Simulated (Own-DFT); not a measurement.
# Misfit strain and the stress it brings: wurtzite AlGaN with randomly placed atoms, 96 atoms (Al36Ga12N48)

Source: density functional calculations with Own-DFT, an unreviewed in-house program that is no longer used. Nothing was measured or relaxed, and spin and spin-orbit coupling are left out.

Method: PBE; PseudoDojo norm-conserving scalar-relativistic files (stringent for Ga); cutoff 96 hartree; 3 x 4 x 3 k mesh centred on Gamma; Gaussian smearing of 0.01 eV.

Caveats: k mesh not checked against a denser one; stress not checked against mesh or cutoff.

Unstrained cell vectors in Å: (12.525, 0.000, 0.000); (-4.697, 8.135, 0.000); (0.000, 0.000, 10.066). The unstrained cell has measured lattice constants (interpolated for alloys), not those of this functional. That, the random moves and any unrelaxed bonds set the pressure at no strain. Each run strains x and y alike by e, as a substrate would, and holds the height along z. Random moves of width 0.05 Å per axis were added to every atom. The random placing of the alloy's atoms differs from row to row. Stress is positive in tension.

```
e (%)  u (Å)  (s_xx + s_yy)/2 (GPa)  s_zz (GPa)
-2.75  0.046                 -23.43      -11.62
-1.75  0.048                 -16.91      -10.14
-1.50  0.055                      ?           ?
-1.25  0.048                 -14.24       -8.01
-1.00  0.050                 -13.04       -7.17
-0.75  0.047                 -11.18       -6.04
-0.50  0.046                  -8.51       -7.10
 1.00  0.054                  -0.96       -5.36
 2.25  0.050                   4.94       -2.04
 3.00  0.052                   8.47       -3.87
```

## Analysis

With e as a fraction, the in-plane stress is -6.6 + 563 e - 2054 e² GPa (errors 10 and 577, scatter 0.50), and s_zz is -6.5 + 144 e GPa (slope ± 22, scatter 1.20). At e = 0 the first slope is C11 + C12 and the second 2 C13, both with the ions held to the strained lattice and at the cell's own pressure. The term in e² is negative: the layer stiffens under compression and softens under tension. A free layer would change its height as e changes, and the in-plane slope would drop by 2 C13²/C33 to the biaxial modulus. At fixed height, a misfit of 1 % moves the in-plane stress by about 5.6 GPa and s_zz by 1.4 GPa.

## Test on the hidden row

The question: what are the two stresses at e = -1.50 %?

The fitted form gives -15.5 and -8.7 GPa. The hidden result is -16.58 and -9.02 GPa.
